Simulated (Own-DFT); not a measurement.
# Point defects and the pressure they add: C11b WSi2

Everything here is calculated. The program is Own-DFT (plane waves, in-house, since retired, never reviewed by a person); positions were held fixed, and spin and spin-orbit coupling were off.

Method: PBE; PseudoDojo norm-conserving scalar-relativistic files; cutoff 50 hartree; 5 x 5 x 5 k mesh centred on Gamma; cold (Marzari-Vanderbilt) smearing of 0.2 eV.

Keep in mind: forces on such cells failed a check on a denser k mesh; stress not checked against mesh or cutoff.

All runs share one cell, with vectors in Å (-2.148, -5.953, 3.409); (-6.444, 2.976, 1.136); (-2.553, -2.948, -6.757) and a volume of 403.2 Å³. u is the rms random offset of the atoms per axis. The defect's site can differ from row to row.

| cell | formula | u (Å) | P (GPa) |
|---|---|---|---|
| no defect | Si20W10 | 0.0206 | 4.56 |
| no defect | Si20W10 | 0.0207 | 4.32 |
| no defect | Si20W10 | 0.0417 | 5.45 |
| one Si vacancy | Si19W10 | 0.0286 | 3.00 |
| one Si vacancy | Si19W10 | 0.0334 | ? |
| one Si vacancy | Si19W10 | 0.0483 | 4.22 |
| one Si vacancy | Si19W10 | 0.0498 | 4.61 |
| one Si on a W site | Si21W9 | 0.0303 | 6.24 |
| one Si on a W site | Si21W9 | 0.0347 | 6.34 |
| one Si on a W site | Si21W9 | 0.0492 | 7.50 |
| one W on a Si site | Si19W11 | 0.0278 | 10.03 |
| one W on a Si site | Si19W11 | 0.0296 | 10.11 |
| one W on a Si site | Si19W11 | 0.0552 | 11.13 |
| one W vacancy | Si20W9 | 0.0273 | 3.25 |
| one W vacancy | Si20W9 | 0.0285 | 3.60 |
| one W vacancy | Si20W9 | 0.0427 | 3.81 |

## What the rows give

P = P0 + c u² + a shift for each defect gives P0 = 4.20 GPa, c = 662 ± 80 GPa/Å² and a scatter of 0.23 GPa. The shifts, and each times the cell's volume:

- one W on a Si site: 5.18 ± 0.19 GPa, 13.0 eV
- one Si on a W site: 1.49 ± 0.19 GPa, 3.7 eV
- one W vacancy: -1.40 ± 0.19 GPa, -3.5 eV
- one Si vacancy: -1.51 ± 0.20 GPa, -3.8 eV

A positive shift means that the defect pushes the cell outwards. Shift times volume (160.2 GPa Å³ is 1 eV) depends little on the cell's size, so, taken for each site, it can be compared between cells at like pressure. The atoms around the defects weren't relaxed, which would change these numbers.

## Prediction

Question: what pressure belongs in the blank (one Si vacancy, u = 0.0334 Å)?

The fit gives 3.44 ± 0.27 GPa. DFT gave 3.53 GPa.
